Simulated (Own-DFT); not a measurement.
## Calculated data, InGa3As4 (zincblende random alloy, strained, atoms displaced)

A calculation, not a measurement: plane-wave density functional theory by an unreviewed code, no spin, of a simulated periodic cell, stress positive in tension, run twice, with PBE and with PBEsol, both on files made for PBE, so the change isn't that of files made for PBEsol, forces on such cells passed a denser k mesh, this cell's mesh not checked; the far tail of each file's local potential was reset to the Coulomb form; each entry is a single point on an unrelaxed cell, so the pressure reflects the starting lattice, mostly measured values (interpolated for alloys), from which strain is counted, and rises with the displacements; printed positions are rounded, which can move forces by about a meV/angstrom; the program, named Own-DFT, is a retired in-house code; no spin-orbit coupling; stress was not checked against mesh or cutoff. Program: Own-DFT development build.

```xyz
64
Lattice="11.3075 0.2252 -0.1885 0.2252 11.7245 0.0122 -0.1885 0.0122 11.5472" Properties=species:S:1:pos:R:3:PBE_force_x:R:1:PBE_force_y:R:1:PBE_force_z:R:1:PBEsol_force_x:R:1:PBEsol_force_y:R:1:PBEsol_force_z:R:1 formula=InGa3As4 functional=PBE,then_PBEsol potential_files=PseudoDojo_norm-conserving,scalar-relativistic,standard_set wave_cutoff=42 occupations=Fermi-Dirac smearing_width=0.1 k_mesh=3_x_3_x_3_centred_on_Gamma PBE_pressure=4.67 PBE_stress_xx=-5.55 PBE_stress_yy=-3.83 PBE_stress_zz=-4.62 PBE_stress_yz=0.03 PBE_stress_xz=-1.76 PBE_stress_xy=3.29 PBEsol_pressure=1.67 PBEsol_stress_xx=-2.59 PBEsol_stress_yy=-0.81 PBEsol_stress_zz=-1.62 PBEsol_stress_yz=0.05 PBEsol_stress_xz=-1.7 PBEsol_stress_xy=3.16 rms_change_of_force_components_from_PBE_to_PBEsol=0.038
Ga    11.2732     0.2390    -0.0937     -0.054     -0.372     -1.162      -0.05     -0.343     -1.112
Ga     0.0508     2.9580     2.9385     -0.327     -0.148      0.059     -0.327     -0.134       0.04
Ga     2.8024     0.0882     2.8898     -0.483     -0.257     -0.003     -0.461      -0.25     -0.022
In     2.7087     2.9066    11.4104      0.385       0.49      2.044      0.354      0.474      1.955
As     1.3359     1.4805     1.3612      0.346      0.013      1.407       0.34      0.002      1.361
As     1.4678     4.4956     4.3432     -1.342     -0.437      0.038      -1.29     -0.437      0.039
As     4.2696     1.5066     4.2979     -0.778      1.036     -0.695     -0.756      0.981     -0.667
As     4.3419     4.5027     1.5005      1.165     -1.082     -2.598      1.125     -1.063     -2.496
Ga    -0.0830     0.0475     5.7339     -0.039     -0.256     -0.009     -0.042     -0.245     -0.019
In    -0.0251     2.9466     8.6424     -0.657      0.152      0.456     -0.632      0.158      0.433
Ga     2.7489     0.0991     8.5627     -0.903     -0.779      0.082     -0.855     -0.729      0.069
Ga     2.7395     3.0358     5.6852      0.696     -0.973      0.431      0.678      -0.92      0.417
As     1.3262     1.5351     7.1774      1.026     -1.148     -1.362      0.988     -1.108     -1.295
As     1.3435     4.4076    10.1042     -0.449      2.676     -0.233      -0.43      2.553     -0.229
As     4.0368     1.4647     9.9959      0.949      0.907     -2.315      0.903      0.868     -2.207
As     4.2053     4.4205     7.1178     -0.711      1.081     -0.537     -0.681       1.03     -0.504
Ga     0.1148     5.8964     0.0758      0.284     -0.531     -0.167      0.262     -0.492     -0.179
In    11.4020     8.9634     2.7262     -0.524     -0.346      0.402     -0.499      -0.31      0.381
In     2.8770     5.8797     2.7763     -0.601      1.332      0.937     -0.567      1.294      0.911
Ga     2.9872     8.8373    -0.0192      0.725     -0.335      -0.07      0.683     -0.311     -0.079
As     1.4954     7.4689     1.3617      0.503     -0.907     -1.229      0.483     -0.899     -1.164
As     1.4822    10.2350     4.2733      1.424      1.741      1.131      1.369       1.67      1.109
As     4.3443     7.4270     4.2277      0.078      0.951      0.755       0.07       0.89      0.734
As     4.3761    10.3800     1.3802     -0.573     -0.405      0.309     -0.538     -0.398      0.311
Ga    11.2986     6.1136     5.5957      0.056     -0.157     -0.103      0.051     -0.134     -0.102
Ga     0.0495     8.7378     8.6531     -0.184      -0.17      1.014     -0.172     -0.155      0.949
Ga     2.7655     5.9031     8.6106      0.052      0.052      0.027      0.051       0.05      0.026
Ga     2.8643     8.8607     5.8090      0.264     -0.235     -0.595      0.243     -0.213     -0.597
As     1.3369     7.3877     7.1485      1.106     -0.425      0.289      1.063     -0.416      0.295
As     1.4617    10.2109    10.1217     -0.457      1.156     -0.723     -0.438      1.091     -0.678
As     4.2433     7.3287    10.0888     -0.423      0.884     -0.591     -0.412       0.84     -0.552
As     4.3142    10.4173     7.1095      0.183     -0.478      0.095      0.178     -0.466       0.11
In     5.6559     0.1785    -0.0710      0.287      -0.28      1.198      0.267     -0.278      1.138
Ga     5.6776     3.0543     2.7573       0.09     -0.355      1.109      0.092      -0.32      1.062
In     8.6918    11.8094     2.6876     -0.463      0.944      1.564     -0.453      0.932      1.509
Ga     8.6469     3.0897    -0.1056     -1.002      0.383     -0.124     -0.965      0.376      -0.13
As     7.1192     1.6946     1.3877     -0.174      1.294     -1.014     -0.175      1.223      -0.97
As     6.9975     4.5758     4.2274      0.036      0.556     -1.769      0.033      0.511     -1.687
As     9.7627     1.7406     4.1738      2.358     -0.993      -1.21      2.276     -0.975     -1.155
As     9.9321     4.6441     1.2847      0.784     -0.308     -0.039      0.753     -0.304     -0.024
Ga     5.7945    11.8143     5.6762      0.526     -0.354       0.22      0.505     -0.319      0.192
Ga     5.5461     3.1493     8.5295      0.427     -1.575      0.367      0.405     -1.492      0.337
In     8.5327    11.8901     8.5091      0.648     -1.107      0.807      0.626     -1.049      0.762
In     8.3858     3.0943     5.5977      0.377      1.207      0.818      0.364      1.163      0.774
As     7.0530     1.5963     6.9833      -2.68      0.236      0.636     -2.576      0.217      0.618
As     6.8963     4.5696     9.9715      1.236     -0.552      0.043      1.187     -0.529      0.048
As     9.7430     1.7653     9.9206      0.252     -0.833      0.963      0.244     -0.811      0.946
As     9.9181     4.6517     6.9797     -0.917      1.117      0.218     -0.883      1.059      0.219
Ga     5.8274     5.9286    -0.0855     -0.295      0.192      0.982     -0.291      0.198      0.925
Ga     5.7790     8.9575     2.7334      -0.17     -0.476      0.625     -0.159     -0.454      0.595
Ga     8.5674     6.0045     2.6937     -0.172      0.237      1.401     -0.176      0.245      1.329
Ga     8.5002     9.0363    11.3807     -0.017     -0.709      0.516      -0.02     -0.673      0.487
As     7.1842     7.4475     1.4170       0.06      0.613     -1.249      0.056      0.575     -1.192
As     7.2004    10.4067     4.1507     -0.767      -0.65       1.02     -0.734      -0.63      0.989
As     9.9452     7.5847     4.2505     -1.069     -1.092      -0.21      -1.01     -1.059     -0.201
As    10.1054    10.5172     1.2988      0.399     -1.008     -2.586       0.38     -0.979     -2.478
Ga     5.6674     5.9022     5.6376     -0.535      0.737      0.646      -0.51      0.715      0.599
Ga     5.6981     8.9396     8.5522     -0.358      -0.57      0.207     -0.337     -0.536      0.193
Ga     8.3936     6.0413     8.5226      0.547     -0.462      0.219      0.525     -0.424      0.199
Ga     8.5404     9.0185     5.6895      -0.25     -0.412      0.034      -0.22     -0.394      0.013
As     7.0770     7.4297     7.0992     -0.307      0.665     -0.482     -0.288      0.633     -0.443
As     7.0124    10.3935    10.0531      0.768     -0.933     -0.956      0.755     -0.895     -0.918
As     9.8569     7.4451     9.9873     -0.236      0.827     -0.664     -0.225      0.794     -0.625
As    10.0749    10.3787     7.0276     -0.122      0.633     -0.376     -0.137      0.601     -0.347
```

Units: wave_cutoff in hartree; smearing_width in eV; PBE_pressure, PBE_stress_xx, PBE_stress_yy, PBE_stress_zz, PBE_stress_yz, PBE_stress_xz, PBE_stress_xy, PBEsol_pressure, PBEsol_stress_xx, PBEsol_stress_yy, PBEsol_stress_zz, PBEsol_stress_yz, PBEsol_stress_xz, PBEsol_stress_xy in GPa; rms_change_of_force_components_from_PBE_to_PBEsol, PBE_force_x, PBE_force_y, PBE_force_z, PBEsol_force_x, PBEsol_force_y, PBEsol_force_z in eV/Å.
